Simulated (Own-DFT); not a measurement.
# Which arrangement is lower? As32Ga32, 64 atoms

These are calculations, not measurements. The program, named Own-DFT, is a retired in-house plane-wave density functional code that no person has reviewed. Each row is one single-point run on a periodic cell that was not relaxed, without spin or spin-orbit coupling.

Settings of every run: PBE; PseudoDojo norm-conserving scalar-relativistic files; cutoff 42 hartree; 3 x 3 x 3 k mesh centred on Gamma; Fermi-Dirac smearing of 0.1 eV.

Known limits, some of them of some rows only: not probed for a lower state with spin; forces on such cells failed a check on a denser k mesh; forces not confirmed at this smearing and k mesh; stress not checked against mesh or cutoff.

All cells hold the same atoms in the same cell, with vectors in Å (11.307, 0.000, 0.000); (0.000, 11.307, 0.000); (0.000, 0.000, 11.307). Every atom was moved at random from its ideal site; u is the rms move along one axis. The defect's site can differ from row to row. E is the free energy of the cell above the lowest run. The arrangements:

- A: zincblende GaAs
- B: zincblende GaAs, with one As on a Ga site and one Ga on an As site, 2.4 Å apart

```
arrangement   u (Å)  E (eV)  P (GPa)
          A  0.0194   0.000     3.51
          A  0.0199   0.025     3.52
          A  0.0201   0.033     3.53
          A  0.0477   1.927     3.93
          A  0.0492   1.800     3.87
          A  0.0518   2.485     4.03
          B  0.0291   3.062     3.93
          B  0.0293   3.197     3.97
          B  0.0299   3.142     3.93
          B  0.0441   4.158     4.18
          B  0.0441   4.071     4.16
          B  0.0463   4.282     4.19
```

Question: once the cost of the random moves is taken out, how do the arrangements rank?

## Worked answer

Fit E = a + b u², with one b for all and one a for each arrangement, and with residuals divided by u², since the noise grows with the moves. Then b = 967 eV/Å², the scatter at u = 0.04 Å is 0.09 eV, and against A:

- B: 2.64 ± 0.04 eV (higher)

These are energies of unrelaxed cells. Relaxing the atoms lowers the strained arrangements most, so the gaps would shrink and small ones could change sign.
